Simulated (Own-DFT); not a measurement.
# A layer strained by its substrate: wurtzite AlGaN with randomly placed atoms, 72 atoms (Al9Ga27N36)

Calculated, not measured: single-point runs of Own-DFT, a retired in-house plane-wave DFT program that no person has reviewed, on unrelaxed cells, without spin or spin-orbit coupling.

Settings: PBE; PseudoDojo norm-conserving scalar-relativistic files (stringent for Ga); cutoff 96 hartree; 4 x 4 x 3 k mesh centred on Gamma; Gaussian smearing of 0.01 eV.

Limits: forces on such cells passed a denser k mesh, each cell not checked; stress not checked against mesh or cutoff.

Unstrained cell vectors in Å: (9.509, 0.000, 0.000); (-4.755, 8.235, 0.000); (0.000, 0.000, 10.268). The unstrained cell has measured lattice constants (interpolated for alloys), not those of this functional. That, the random moves and any unrelaxed bonds set the pressure at no strain. Each run strains x and y alike by e, as a substrate would, and holds the height along z. Random moves of width 0.05 Å per axis were added to every atom. The random placing of the alloy's atoms differs from row to row. Stress is positive in tension.

```
e (%),u (Å),(s_xx + s_yy)/2 (GPa),s_zz (GPa)
-3.00,0.048,-25.90,-11.94
-2.75,0.047,-24.54,-11.83
-2.50,0.051,-21.48,-12.53
-1.75,0.054,?,?
0.75,0.051,-2.03,-8.00
1.00,0.051,-1.81,-6.74
1.75,0.051,1.77,-4.57
2.00,0.045,3.49,-4.09
2.25,0.050,3.96,-4.88
2.50,0.055,4.49,-3.60
```

## What the rows give

With e as a fraction, the in-plane stress is -6.2 + 536 e - 4073 e² GPa (errors 10 and 788, scatter 0.51), and s_zz is -7.9 + 156 e GPa (slope ± 12, scatter 0.76). At e = 0 the first slope is C11 + C12 and the second 2 C13, both with the ions held to the strained lattice and at the cell's own pressure. The term in e² is negative: the layer stiffens under compression and softens under tension. A free layer would change its height as e changes, and the in-plane slope would drop by 2 C13²/C33 to the biaxial modulus. At fixed height, a misfit of 1 % moves the in-plane stress by about 5.4 GPa and s_zz by 1.6 GPa.

## Test on the hidden row

Asked: what are the two stresses at e = -1.75 %?

From the fit: -16.8 and -10.6 GPa. The calculation gave -18.12 and -10.12 GPa.
